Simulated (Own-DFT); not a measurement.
Simulation results for Si$_{3}$N$_{4}$ (beta silicon nitride, atoms displaced)

A calculation, not a measurement: plane-wave PBE density functional theory by an unreviewed code, no spin, of a simulated periodic cell, stress positive in tension, free energy of the whole cell less one offset for each atom, forces on such cells passed a denser k mesh, this cell's mesh not checked; offsets are fitted by least squares, one for each functional and potential file, so energies compare only between cells with the same atoms and settings and are not formation energies; the far tail of each file's local potential was reset to the Coulomb form; each entry is a single point on an unrelaxed cell, so the pressure reflects the starting lattice, mostly measured values (interpolated for alloys), from which strain is counted, and rises with the displacements; printed positions are rounded, which can move forces by about a meV/angstrom; the program, named Own-DFT, is a retired in-house code; no spin-orbit coupling. Program: Own-DFT development build.

### Si$_{3}$N$_{4}$ (beta silicon nitride, atoms displaced)

```xyz
42
Lattice="7.6060 0.0000 0.0000 -3.8030 6.5870 0.0000 0.0000 0.0000 8.7270" Properties=species:S:1:pos:R:3 Si3N4
Si    -1.6185     5.0924     0.7512
Si     0.2014     2.6579     0.7481
Si     1.3623     5.4557     0.7196
Si     5.4066     1.5053     2.1522
Si     3.5897     3.9680     2.1871
Si     2.4130     1.1376     2.1608
N      2.4164     0.2245     0.7367
N      6.2106     1.9630     0.7299
N      2.7750     4.3821     0.7464
N      1.3947     6.3648     2.2237
N     -2.4278     4.6028     2.1968
N      0.9804     2.1995     2.2035
N      0.0335     4.4175     0.7422
N      3.7684     2.1960     2.1779
Si    -1.6151     5.0891     3.5926
Si     0.1719     2.6696     3.6399
Si     1.4167     5.4207     3.6457
Si     5.4316     1.4639     5.1222
Si     3.5700     3.9295     5.1094
Si     2.4340     1.1432     5.0825
N      2.4429     0.2444     3.6246
N      6.1954     1.9776     3.6152
N      2.7810     4.3819     3.6456
N      1.3800     6.3873     5.1113
N     -2.4048     4.5976     5.1056
N      1.0004     2.1779     5.0665
N     -0.0295     4.4078     3.6298
N      3.8230     2.1612     5.0813
Si    -1.6680     5.0796     6.5617
Si     0.1829     2.6823     6.5493
Si     1.4110     5.4161     6.5262
Si     5.4204     1.5194     8.0209
Si     3.5706     3.9174     7.9881
Si     2.4497     1.1427     8.0212
N      2.3762     0.2167     6.5534
N      6.2260     1.9764     6.4978
N      2.7882     4.4120     6.5478
N      1.3873     6.3544     8.0166
N     -2.3939     4.6043     7.9813
N      1.0429     2.1780     7.9955
N     -0.0148     4.4009     6.5689
N      3.8036     2.1810     7.9899
```

Settings of this run: functional PBE, potential files PseudoDojo norm-conserving, scalar-relativistic, standard set, wave cutoff 42 hartree, occupations Fermi-Dirac, smearing width 0.1 eV and k mesh 3 x 3 x 3 centred on Gamma.

It finds free energy of cell above offsets -6.968 eV; pressure 5.78 GPa; stress xx -4.42 GPa; stress yy -4.2 GPa; stress zz -8.73 GPa; stress yz 0.33 GPa; stress xz -0.96 GPa; stress xy -1.71 GPa.

Force:
```tsv
element	x (eV/Å)	y (eV/Å)	z (eV/Å)
Si	1.527	-0.705	-0.931
Si	0.623	1.085	-0.692
Si	0.755	-0.81	1.19
Si	-1.832	0.154	1.65
Si	-0.293	-2.464	-0.038
Si	-0.127	1.971	1.136
N	-0.476	-1.199	-0.207
N	1.04	0.424	-0.327
N	-0.316	1.019	-0.867
N	0.478	0.566	-1.298
N	-0.339	0.382	-0.964
N	0.978	-1.119	-0.556
N	-2.143	-1.025	0
N	1.082	0.645	-0.305
Si	1.199	0.284	2.329
Si	-0.036	0.694	0.159
Si	-1.761	-0.2	0.301
Si	-1.452	1.695	-2.106
Si	1.643	-1.939	-0.691
Si	-0.263	0.888	0.401
N	-0.803	-1.696	-0.271
N	0.282	-0.316	0.545
N	-0.074	0.659	0.268
N	0.583	-1.408	-0.454
N	-1.266	0.172	-1.088
N	0.369	-0.254	0.749
N	0.756	-0.128	0.057
N	-0.149	1.156	0.373
Si	2.816	0.499	-1.189
Si	1.139	0.286	-0.398
Si	-1.981	0.065	1.003
Si	-1.021	-0.378	-1.565
Si	0.79	-0.784	1.063
Si	-0.608	0.51	-1.149
N	-0.147	-0.417	0.027
N	0.291	-0.225	2.452
N	-0.021	0.18	0.044
N	0.603	1.409	-1.019
N	-1.913	-0.528	1.953
N	-0.681	0.03	0.506
N	-0.014	0.138	-0.161
N	0.764	0.683	0.072
```
